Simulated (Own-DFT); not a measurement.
# Strain and stress in 4H SiC, 72 atoms (C36Si36)

Calculated results; nothing here was measured. The program, named Own-DFT, is a retired in-house plane-wave density functional code that no person has reviewed. Each row is one single-point run on a periodic cell that was not relaxed, without spin or spin-orbit coupling.

Settings of every run: PBE; PseudoDojo norm-conserving scalar-relativistic files; cutoff 42 hartree; 4 x 4 x 3 k mesh centred on Gamma; Fermi-Dirac smearing of 0.1 eV.

Known limits: forces on such cells passed a denser k mesh, each cell not checked; stress not checked against mesh or cutoff.

Unstrained cell vectors in Å: (9.248, 0.000, 0.000); (-4.624, 8.009, 0.000); (0.000, 0.000, 10.068). The unstrained cell has measured lattice constants (interpolated for alloys), not those of this functional. That, the random moves and any unrelaxed bonds set the pressure at no strain. Each run strains this cell uniformly, with the atoms carried along. Every atom was also moved at random, by a Gaussian of width 0.05 Å on each axis. Strain is the symmetric tensor, in per cent. Stress is positive in tension, and the pressure is minus a third of its trace.

| run | e_xx (%) | e_yy (%) | e_zz (%) | e_yz (%) | e_xz (%) | e_xy (%) | s_xx (GPa) | s_yy (GPa) | s_zz (GPa) | s_yz (GPa) | s_xz (GPa) | s_xy (GPa) | P (GPa) | E (meV/atom) |
|---|---|---|---|---|---|---|---|---|---|---|---|---|---|---|
| 1 | 1.48 | -1.94 | 0.16 | -1.69 | 0.08 | -0.72 | 1.66 | -16.22 | -5.74 | -6.35 | 0.14 | -4.24 | 6.77 | 38.1 |
| 2 | 0.03 | 0.43 | 1.53 | 1.36 | 0.18 | 1.30 | -4.36 | -1.46 | 2.54 | 4.41 | 0.91 | 5.17 | 1.09 | 22.8 |
| 3 | 0.14 | -1.43 | 1.35 | -0.37 | 1.11 | -0.13 | -4.28 | -12.36 | 0.67 | -1.05 | 3.62 | -1.25 | 5.32 | 24.9 |
| 4 | -1.96 | -0.78 | 0.24 | 1.20 | -1.13 | -0.68 | -18.54 | -12.26 | -5.49 | 3.51 | -4.18 | -3.06 | 12.10 | 52.2 |
| 5 | -1.08 | -1.28 | 1.72 | -0.89 | -1.66 | -1.14 | -10.47 | -11.94 | 1.56 | -2.12 | -5.42 | -4.07 | 6.95 | 41.6 |
| 6 | -0.88 | 1.38 | -1.05 | -1.15 | -0.14 | 1.86 | -6.48 | 0.45 | -13.15 | -4.57 | -0.94 | 7.47 | 6.39 | 12.0 |
| 7 | -1.39 | -1.18 | -1.02 | -0.42 | -0.14 | -0.05 | -15.34 | -11.28 | -13.83 | -1.65 | -0.10 | -0.67 | 13.48 | 23.7 |
| 8 | 1.28 | -1.02 | -1.59 | 1.11 | -1.96 | -0.36 | 0.58 | -10.12 | -16.55 | 3.61 | -7.14 | -0.85 | 8.70 | 38.0 |
| 9 | -0.01 | -1.53 | 1.57 | -1.34 | 1.06 | -1.59 | -4.76 | -13.71 | 0.31 | -5.33 | 3.46 | -7.87 | 6.05 | 42.1 |
| 10 | -0.38 | 0.78 | -1.63 | -1.05 | -0.57 | -1.82 | -5.70 | -0.89 | -17.80 | -3.20 | -2.38 | -8.63 | 8.13 | 19.2 |
| 11 | 1.32 | 0.51 | 0.89 | 1.89 | -0.78 | -0.91 | 3.06 | -1.30 | -0.59 | 5.69 | -2.87 | -4.62 | -0.39 | 14.4 |
| 12 | -1.21 | 0.28 | -0.12 | 1.43 | 1.77 | 0.78 | -11.17 | -5.22 | -6.42 | 3.55 | 6.21 | 4.33 | 7.61 | 21.1 |
| 13 | -0.09 | -0.37 | 1.21 | 1.42 | 0.92 | 0.27 | -3.22 | -6.20 | -1.12 | 3.65 | 2.43 | 2.43 | 3.51 | 14.7 |
| 14 | -0.19 | 0.24 | 1.60 | -0.87 | -0.21 | -0.40 | -4.25 | -3.63 | 1.98 | -2.69 | -0.79 | -2.91 | 1.97 | 18.0 |
| 15 | -1.44 | -0.25 | 1.23 | 0.25 | -0.93 | -1.15 | -13.94 | -7.06 | -0.20 | 1.10 | -3.39 | -4.69 | 7.07 | 35.1 |
| 16 | 1.29 | 1.98 | -0.14 | -0.81 | 0.12 | 0.38 | 3.10 | 6.83 | -4.75 | -2.43 | 0.29 | 1.56 | -1.73 | 0.0 |
| 17 | -0.75 | 0.33 | 1.54 | -0.38 | 1.57 | 0.48 | ? | ? | ? | ? | ? | ? | ? | ? |

E is the free energy for each atom above the lowest run shown.

## Worked fit

Each stress component was fitted by least squares to a constant and the strains of the runs shown, as fractions, with shears doubled. Shear strains stay in the fit of a normal stress only where such slopes are resolved. The slopes, in GPa:

```
stress,at no strain,per e_xx,per e_yy,per e_zz,scatter
s_xx,-4.7,570 ± 32,105 ± 33,45 ± 31,1.37
s_yy,-5.2,68 ± 23,557 ± 23,29 ± 22,0.97
s_zz,-6.9,39 ± 24,61 ± 24,587 ± 23,1.01
```

Each shear stress against twice its own strain: yz 157 ± 6, xz 170 ± 5, xy 221 ± 13 GPa. These are stiffnesses along x, y and z of the frame in which the cell vectors are given, which need not be the crystal's axes. The atoms are held to the strained lattice; where symmetry lets them move under strain, relaxing them would lower some slopes. The table should be nearly symmetric about its diagonal, and what it lacks of that shows the noise. A ninth of its sum, 229 ± 6 GPa, estimates the bulk modulus near the mean pressure of these runs, 5.8 GPa, so it lies above the value at zero pressure.

## Withheld run

Question: what normal stresses and pressure should run 17 give?

The fit gives s_xx = -7.9, s_yy = -3.4, s_zz = 2.1 and P = 3.1 GPa. The calculation gave -8.17, -3.64, 1.79 and P = 3.34 GPa.
